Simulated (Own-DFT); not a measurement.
# One host, several defects: D0_22 TiAl3

No measurement is shown. These are fixed-geometry runs of a retired plane-wave code named Own-DFT, which no person has reviewed; spin and spin-orbit coupling are neglected.

All runs used: PBE; PseudoDojo norm-conserving scalar-relativistic files; cutoff 42 hartree; 4 x 4 x 4 k mesh centred on Gamma; cold (Marzari-Vanderbilt) smearing of 0.2 eV.

Limits: forces on such cells failed a check on a denser k mesh; stress not checked against mesh or cutoff.

All runs share one cell, with vectors in Å (-2.365, -6.981, 4.326); (-7.667, 3.491, 1.442); (-2.950, -3.488, -7.241) and a volume of 625.4 Å³. u is the rms random offset of the atoms per axis. The defect's site can differ from row to row.

| cell | formula | u (Å) | P (GPa) |
|---|---|---|---|
| no defect | Al30Ti10 | 0.0210 | 1.99 |
| no defect | Al30Ti10 | 0.0497 | 2.71 |
| no defect | Al30Ti10 | 0.0576 | 2.95 |
| two Ti on an Al site each | Al28Ti12 | 0.0280 | 3.33 |
| two Ti on an Al site each | Al28Ti12 | 0.0442 | 3.68 |
| two Ti on an Al site each | Al28Ti12 | 0.0507 | 3.83 |
| two Al on a Ti site each | Al32Ti8 | 0.0290 | 2.88 |
| two Al on a Ti site each | Al32Ti8 | 0.0324 | ? |
| two Al on a Ti site each | Al32Ti8 | 0.0468 | 3.30 |
| two Al on a Ti site each | Al32Ti8 | 0.0475 | 3.32 |
| two Al vacancies | Al28Ti10 | 0.0317 | 1.41 |
| two Al vacancies | Al28Ti10 | 0.0447 | 1.30 |
| two Al vacancies | Al28Ti10 | 0.0487 | 1.50 |

## Analysis

P = P0 + c u² + a shift for each defect gives P0 = 1.96 GPa, c = 286 ± 41 GPa/Å² and a scatter of 0.12 GPa. The shifts, and each times the cell's volume:

- two Ti on an Al site each: 1.15 ± 0.10 GPa, 4.5 eV (2.2 eV for each of its 2 sites)
- two Al on a Ti site each: 0.70 ± 0.10 GPa, 2.7 eV (1.4 eV for each of its 2 sites)
- two Al vacancies: -1.06 ± 0.10 GPa, -4.2 eV (-2.1 eV for each of its 2 sites)

A positive shift means that the defect pushes the cell outwards. Shift times volume (160.2 GPa Å³ is 1 eV) depends little on the cell's size, so, taken for each site, it can be compared between cells at like pressure. The atoms around the defects weren't relaxed, which would change these numbers.

## The run left out

Q: what pressure belongs in the blank (two Al on a Ti site each, u = 0.0324 Å)?

The fit gives 2.96 ± 0.14 GPa. The hidden result is 2.95 GPa.
